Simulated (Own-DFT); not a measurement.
SiC (4H silicon carbide, atoms displaced) (calculated)

A calculation, not a measurement: plane-wave PBE density functional theory by an unreviewed code, no spin, of a simulated periodic cell, stress positive in tension, free energy of the whole cell less one offset for each atom, forces on such cells passed a denser k mesh, this cell's mesh not checked; offsets are fitted by least squares, one for each functional and potential file, so energies compare only between cells with the same atoms and settings and are not formation energies; the far tail of each file's local potential was reset to the Coulomb form; each entry is a single point on an unrelaxed cell, so the pressure reflects the starting lattice, mostly measured values (interpolated for alloys), from which strain is counted, and rises with the displacements; printed positions are rounded, which can move forces by about a meV/angstrom; the program, named Own-DFT, is a retired in-house code; no spin-orbit coupling. Program: Own-DFT development build.

Common to all runs: functional PBE; potential files PseudoDojo norm-conserving, scalar-relativistic, standard set; wave cutoff 42 hartree; occupations Fermi-Dirac; smearing width 0.1 eV; hardware one NVIDIA H100; k mesh 4 x 4 x 3 centred on Gamma.

(1) 
```xyz
72
Lattice="9.2481 0.0000 0.0000 -4.6241 8.0091 0.0000 0.0000 0.0000 10.0681" Properties=species:S:1:pos:R:3:force_x:R:1:force_y:R:1:force_z:R:1 formula=SiC free_energy_of_cell_above_offsets=-2.332 pressure=6.42 stress_xx=-3.77 stress_yy=-5.96 stress_zz=-9.54 stress_yz=-0.16 stress_xz=0.94 stress_xy=0.37 wall_time=363.7
Si     9.2105     0.0152     3.9807       1.04     -0.019      2.492
Si    -0.0021     1.9247     1.5231     -1.879     -2.616      1.283
C      9.1747     0.0329     0.9907      2.888      1.383      -0.67
C      0.0105     1.7859     3.4635      1.079     -0.104     -0.975
Si     7.7439     2.5485     4.0579      -1.11      2.564      1.297
Si    -1.4778     4.4306     1.6515     -1.223      1.522     -1.357
C     -1.5662     2.7563     0.8869      0.311     -0.985      0.962
C     -1.5156     4.3984     3.5366     -0.407        0.9     -0.658
Si    -3.0144     5.4903     4.1492     -0.824      -6.47      1.196
Si    -3.0820     7.1398     1.5870     -0.196     -0.508     -0.951
C     -3.0745     5.3708     0.8264      0.398      -0.29      1.897
C     -3.1603     7.0308     3.4976      1.527      4.802     -1.995
Si     3.1491     0.0130     4.2077     -1.688      0.031     -8.025
Si     3.0399     1.7348     1.6350      0.643      1.801     -0.449
C      3.1649     0.0671     0.8889     -2.355      -1.13      0.517
C      3.1194     1.7906     3.5261     -0.793     -1.184     -0.783
Si     1.5722     2.7179     4.0634     -0.459     -2.901      1.406
Si     1.5568     4.5094     1.6049       0.28     -1.101     -1.232
C      1.4518     2.6942     0.9001       2.78      0.484      0.456
C      1.4895     4.3191     3.3977      1.105      3.897      0.901
Si     0.0677     5.3899     3.9832     -0.957     -3.579      2.509
Si    -0.0964     7.0990     1.5466      3.067      0.709      0.966
C      0.0811     5.3724     0.9405     -2.109     -0.767     -0.419
C     -0.0537     7.0775     3.5415      0.712      1.755     -2.599
Si     1.5256     7.9467     4.0597      0.242      1.386      0.133
Si     6.1716     1.8194     1.5841     -0.232     -0.914     -1.495
C      1.5684     7.9921     1.0198     -0.803      0.826     -0.949
C      6.1701     1.8276     3.3844     -0.392     -1.228      2.787
Si     4.6248     2.6253     4.2068      0.555      1.285     -3.453
Si     4.6168     4.4942     1.5809     -0.061     -0.691     -0.716
C      4.5943     2.6466     0.9472      -0.24      0.373      0.922
C      4.4454     4.3982     3.4454      5.507     -1.519     -0.587
Si     3.2196     5.2841     4.1640     -4.542      2.402     -0.344
Si     3.1561     7.1304     1.6214     -2.602     -0.833     -0.957
C      3.0479     5.3347     0.9431      1.233      0.468     -0.101
C      3.0951     7.1382     3.4687     -0.616     -1.437      0.356
Si     0.0448     0.0778     9.1569     -0.519     -2.425      -0.15
Si     4.6387     6.2431     6.5779      -0.89      0.009      1.055
C      0.0344     0.0030     5.9991     -1.429      0.502     -1.621
C      4.5742     6.3059     8.4565      0.929      -0.85      0.977
Si     6.1667     5.3111     9.0021      -1.51      0.142      0.534
Si     6.1525     3.4646     6.6346     -0.264      1.943     -1.958
C      6.1270     5.2638     6.0798      0.462      1.165     -2.208
C      6.2130     3.5485     8.3498     -0.762     -1.424      5.189
Si    -1.4596     2.6025     9.1236     -2.889      0.447     -0.986
Si     7.6981     1.0652     6.5518      0.638     -5.612      1.825
C     -1.5463     2.7167     6.0744      0.457      0.465     -3.467
C      7.7229     0.7827     8.5409      0.574      3.151     -1.355
Si     6.1837     0.0597     9.1017     -0.175     -0.798      2.268
Si     1.5606     6.2606     6.6166     -0.303     -1.078      0.088
C      1.5602     7.9904     5.9683     -0.005      1.678     -0.308
C      1.5438     6.3613     8.5584     -0.865     -3.297     -1.501
Si     3.0467     5.3341     9.1108      0.667      3.229      0.686
Si     3.0827     3.4677     6.6289     -0.457      2.224     -0.984
C      3.1068     5.3556     5.9684      -0.53     -1.029      0.811
C      3.1044     3.7228     8.4207     -0.706     -4.813      1.747
Si     4.5371     2.5526     9.2111       1.33      2.656      -2.61
Si     4.6594     0.8910     6.6787     -0.332     -0.327     -4.746
C      4.6110     2.7101     5.9709      0.568     -1.975      1.656
C      4.6371     0.8331     8.3953     -0.722      0.806      3.891
Si    -1.5037     7.9622     9.0917     -0.372      0.078     -0.278
Si    -1.6112     6.2274     6.5773      1.893     -0.567     -1.412
C      3.1223     0.0202     5.7987     -0.723     -0.516      10.55
C     -1.6128     6.2425     8.3985      1.728     -0.136      1.617
Si    -0.0170     5.2819     9.0680       0.22      1.447      0.122
Si     0.0589     3.4958     6.5639     -0.326      1.239     -0.156
C      0.0197     5.2615     5.9082      0.241       1.35      0.762
C     -0.0847     3.5104     8.4106      2.868      0.396      1.211
Si     1.5354     2.6148     9.1313      0.249      2.278     -1.306
Si     1.5100     0.8335     6.6279        1.4     -0.071      -1.29
C      1.5707     2.5494     5.9878     -0.169      1.626     -0.543
C      1.6073     0.8921     8.4842     -0.149     -0.225      0.528
```

Units: free_energy_of_cell_above_offsets in eV; pressure, stress_xx, stress_yy, stress_zz, stress_yz, stress_xz, stress_xy in GPa; wall_time in s; force_x, force_y, force_z in eV/Å.

(2) 
```xyz
72
Lattice="9.2481 0.0000 0.0000 -4.6241 8.0091 0.0000 0.0000 0.0000 10.0681" Properties=species:S:1:pos:R:3:force_x:R:1:force_y:R:1:force_z:R:1 formula=SiC free_energy_of_cell_above_offsets=-4.901 pressure=5.76 stress_xx=-4.82 stress_yy=-4.68 stress_zz=-7.79 stress_yz=-0.37 stress_xz=1.09 stress_xy=-0.24 wall_time=370.5
Si    -0.0181     0.0359     4.0667     -0.913      0.232      0.113
Si    -0.0675     1.7918     1.6433      0.129     -1.271     -1.557
C      4.6302     7.9549     0.9048     -1.065      1.005      1.243
C     -0.0451     1.7981     3.4626     -0.054      0.097      0.608
Si     7.5854     2.6768     4.0892      3.507      0.947      0.253
Si    -1.4326     4.5538     1.5461     -1.263     -0.821      1.262
C      7.6712     2.7037     0.9478      0.918      0.781      0.485
C     -1.5038     4.4473     3.4962     -0.466       1.09     -0.474
Si    -3.0640     5.4330     4.1354      0.135     -2.115      -1.73
Si    -3.1922     7.0890     1.6910      1.455      0.318      -4.94
C     -3.0356     5.3557     1.0389     -0.895     -1.051     -1.183
C     -3.1054     7.1929     3.4006     -0.793     -0.947       3.74
Si    -1.5722     7.9478     4.0099     -0.142      3.134       2.21
Si     3.1688     1.6817     1.4880     -3.245      1.414      2.715
C      3.1226     0.0138     0.8714     -0.647     -1.603      2.728
C      3.1397     1.7620     3.4484     -1.245     -0.393     -0.674
Si     1.5139     2.6651     4.0651      0.713     -0.601      0.168
Si     1.5686     4.3498     1.6545      0.049       2.55     -1.564
C      1.4234     2.6604     1.0091      2.228     -0.823     -1.317
C      1.5693     4.4207     3.4982      0.043      1.279      0.151
Si     0.0362     5.4154     4.0756     -0.327     -2.161      0.606
Si     0.0555     7.1549     1.5178     -0.329       1.14      1.218
C      0.0661     5.4620     0.9374      0.218      -2.49      -0.31
C     -0.1126     7.1263     3.5006      3.534      0.228     -1.872
Si     6.2171     0.0424     4.1271     -2.438     -0.559      0.561
Si     6.1634     1.8584     1.5694      0.182     -1.561      0.401
C      6.2401     0.0513     0.8994     -1.093      0.563      0.257
C      6.2464     1.7395     3.4709     -3.268      0.694       -1.1
Si     4.6049     2.6682     4.1127      0.625     -0.368     -0.261
Si     4.6092     4.2995     1.5916      0.066      5.264      0.709
C      4.5579     2.6733     0.9946      1.624     -1.738     -1.896
C      4.6480     4.4377     3.5166     -0.353      0.862     -0.261
Si     3.0833     5.3840     4.1897     -0.043      -0.76     -2.738
Si     3.0329     7.0825     1.5639      1.154      0.378     -0.283
C      3.0371     5.3650     0.8224      0.678     -2.072      3.399
C      3.0004     7.1619     3.4670      1.885     -1.498     -0.369
Si     4.6178     7.9283     9.0954      0.666      2.512      0.129
Si     4.7217     6.1600     6.5895     -2.473      1.951      0.999
C      9.1849     0.0172     5.9238      3.185     -1.881     -0.198
C      4.5540     6.2430     8.5527      2.777     -2.262     -2.053
Si    -3.0187     5.3116     9.1557     -1.798     -0.042      0.657
Si     6.1319     3.5359     6.5686       1.17     -2.052      1.202
C      6.1997     5.2628     6.0019      -0.49       1.13     -0.814
C      6.1341     3.4288     8.5491      -0.03      2.118     -0.835
Si    -1.5453     2.7248     9.1913      1.168     -1.737     -2.311
Si     7.8195     0.9047     6.6248     -2.445      0.276     -2.501
C      7.6959     2.5774     5.9049      0.243      2.338      1.693
C      7.7596     0.8226     8.3356     -0.569       1.15      5.342
Si     6.2345     0.0045     9.0764     -0.541      0.305     -0.033
Si     1.6342     6.3065     6.6620     -2.182     -0.367     -0.728
C      6.1540     0.0670     6.0345      1.582     -0.948     -0.875
C      1.5956     6.2065     8.5228     -0.459      1.038     -0.603
Si     3.1141     5.3251     9.1009     -0.871     -1.046     -0.461
Si     3.0736     3.5165     6.6316     -0.769      0.875     -1.447
C      3.0606     5.4261     5.9622       1.56     -1.778      1.961
C      3.0388     3.5112     8.4475      1.354      0.764       1.87
Si     4.5872     2.5860     9.1680     -0.205      1.646     -0.766
Si     4.6566     0.8432     6.6101     -1.821      1.777      0.648
C      4.5798     2.7063     5.9678      0.746     -1.135      0.449
C      4.5173     0.8885     8.5502      3.892     -0.302     -1.601
Si     3.1637     0.0184     9.1948     -4.282     -1.439      -2.89
Si    -1.5904     6.1901     6.5523      2.244      1.533       1.36
C      3.0382     0.0904     6.0151      2.193     -3.488     -2.368
C     -1.5797     6.2375     8.4820      1.263     -0.029     -0.043
Si     0.0399     5.4164     9.1017     -0.658     -1.478     -0.272
Si     0.0964     3.5535     6.6363     -1.952      0.249     -2.314
C      0.0283     5.3714     5.9483      0.382      0.003      0.997
C      0.0413     3.5351     8.4329     -1.003      1.357      2.555
Si     1.5466     2.6972     9.1534     -1.208     -1.641     -0.268
Si     1.5906     0.8750     6.5368     -2.996      1.009      1.782
C      1.5404     2.6305     5.9426      0.589      0.696      -0.07
C      1.4875     0.8922     8.4299      1.174     -0.246      1.507
```

Units: free_energy_of_cell_above_offsets in eV; pressure, stress_xx, stress_yy, stress_zz, stress_yz, stress_xz, stress_xy in GPa; wall_time in s; force_x, force_y, force_z in eV/Å.

(3) 
```xyz
72
Lattice="9.2481 0.0000 0.0000 -4.6241 8.0091 0.0000 0.0000 0.0000 10.0681" Properties=species:S:1:pos:R:3:force_x:R:1:force_y:R:1:force_z:R:1 formula=SiC free_energy_of_cell_above_offsets=-1.810 pressure=6.5 stress_xx=-5.27 stress_yy=-6.15 stress_zz=-8.08 stress_yz=1.29 stress_xz=0.03 stress_xy=1.89 wall_time=344.7
Si    -4.5797     7.9346     4.0245     -3.922      1.634      2.752
Si    -0.0157     1.7339     1.4984      1.169      0.882      1.224
C      4.6549     7.9205     0.8584     -0.842      2.079      1.061
C      0.0894     1.7215     3.5397     -0.316      0.454     -1.718
Si    -1.4197     2.6822     4.0285     -2.008     -0.787      1.344
Si    -1.5639     4.3891     1.6365      0.523       3.25     -1.423
C     -1.5147     2.7697     0.9491     -0.476     -3.538     -0.452
C     -1.5488     4.4523     3.4176      0.215      0.365      3.024
Si     6.1297     5.3972     4.1519      1.227     -1.292     -3.161
Si    -3.1492     7.1652     1.6573      2.501     -1.816     -2.358
C      6.1628     5.2991     0.9120     -0.503      0.421      2.517
C     -3.1236     7.1782     3.5100       2.63     -1.343     -1.082
Si     3.0690     0.1085     4.0500      1.332     -1.861      0.854
Si     3.0687     1.7927     1.4810      0.793     -0.539     -0.421
C      3.1094     0.0085     0.8297     -0.702     -0.061      2.323
C      3.1445     1.8751     3.3306     -0.844     -1.087      2.082
Si     1.6039     2.6799     4.1802     -0.418      0.636     -5.296
Si     1.5996     4.4247     1.5611     -2.025      -0.25     -0.276
C      1.5707     2.6537     0.9502     -1.402      0.489      -1.73
C      1.5396     4.4963     3.3624      0.673       -1.5      3.867
Si     0.0828     5.3448     4.1988     -1.347      -0.74     -1.779
Si    -0.0021     7.0913     1.5294     -2.193     -1.337      2.055
C      0.0162     5.3070     1.0232      -0.34     -0.458     -1.928
C     -0.0062     7.0269     3.5099     -0.772      2.541     -0.771
Si     1.5210     8.0038     4.0875      0.245     -1.897      0.616
Si     6.1366     1.7768     1.4756      0.406     -0.727      1.778
C      1.4262     7.9062     0.9810      3.957      2.848       -2.1
C      6.2243     1.6904     3.4938     -0.558      2.713     -1.176
Si     4.6000     2.6897     4.1181      1.907     -0.371     -1.901
Si     4.6406     4.3236     1.6368     -0.424      4.125     -1.884
C      4.6303     2.7517     0.8630      0.027     -3.188      1.395
C      4.6076     4.4934     3.4441      1.614     -1.576      0.917
Si     3.1411     5.2651     4.0875     -2.627      1.318      -0.99
Si     3.1665     7.1360     1.5425     -3.024     -2.177      0.237
C      3.0099     5.2784     0.9004      2.598      1.358      0.117
C      3.0197     7.0071     3.4188      1.805      1.725      0.634
Si     9.1736     0.0754     9.0979      3.676     -2.445     -0.904
Si     4.5673     6.2564     6.5224      1.687     -1.169      2.438
C      4.6083     7.9576     6.0655      0.167      2.917     -2.024
C      4.7520     6.1327     8.4559     -5.967      2.821     -1.145
Si     6.0936     5.3713     9.1634      2.227     -2.482      0.732
Si     6.1595     3.5455     6.6306      -0.32      0.255     -0.913
C      6.0752     5.3336     5.8851      1.441     -0.466      3.223
C      6.2675     3.4993     8.5135     -3.146      1.916     -0.697
Si    -1.5448     2.7204     9.1554      0.906     -1.151      0.681
Si     7.7237     1.0505     6.5689     -0.039     -6.828      2.327
C      7.6663     2.6164     6.0416      1.317      5.478     -2.813
C      7.7497     0.9640     8.6225     -2.611     -0.216      -1.93
Si     6.1242     0.0155     9.1062      1.418      0.555      1.381
Si     1.5986     6.2128     6.7550     -0.705       0.22     -4.154
C      1.5124     7.9334     6.0540      1.683      1.243     -1.015
C      1.6101     6.2751     8.5068     -2.254     -0.472      0.976
Si     2.9766     5.3513     9.0972      4.807     -0.603      1.713
Si     3.1234     3.5674     6.6573     -0.209       -0.2     -0.788
C      3.1108     5.3459     5.9315     -1.483     -1.055      1.411
C      3.1518     3.5278     8.6137     -0.469      2.203     -3.475
Si     4.6582     2.7043     9.1481      1.345     -1.347     -1.271
Si     4.6891     0.8697     6.6332     -1.618     -0.662     -1.479
C      4.5458     2.6204     5.9132      1.213      0.334      2.396
C      4.6427     0.8366     8.4450     -0.451      1.669      1.351
Si     3.0802     0.0105     9.0523     -0.705      0.197      0.459
Si    -1.5208     6.1875     6.6329      -2.39      -0.34      0.597
C     -1.4989     7.8788     6.0133     -0.343       3.39     -1.151
C     -1.7240     6.2662     8.5502       3.94     -0.794     -1.468
Si     0.0304     5.3419     9.1323     -1.983      0.485       1.15
Si     0.1204     3.6094     6.6677     -2.756     -2.434     -1.549
C     -0.0451     5.2771     6.0871      2.196      1.176     -0.873
C     -0.0690     3.5359     8.4617      2.203      1.955      0.696
Si     1.5690     2.8593     8.9622     -1.357      -4.74      3.672
Si     1.5858     0.9165     6.6253     -0.457     -2.474     -0.302
C      1.5228     2.6232     5.8973      1.148      1.317      4.179
C      1.5734     0.9271     8.4780     -0.991      1.453       0.22
```

Units: free_energy_of_cell_above_offsets in eV; pressure, stress_xx, stress_yy, stress_zz, stress_yz, stress_xz, stress_xy in GPa; wall_time in s; force_x, force_y, force_z in eV/Å.
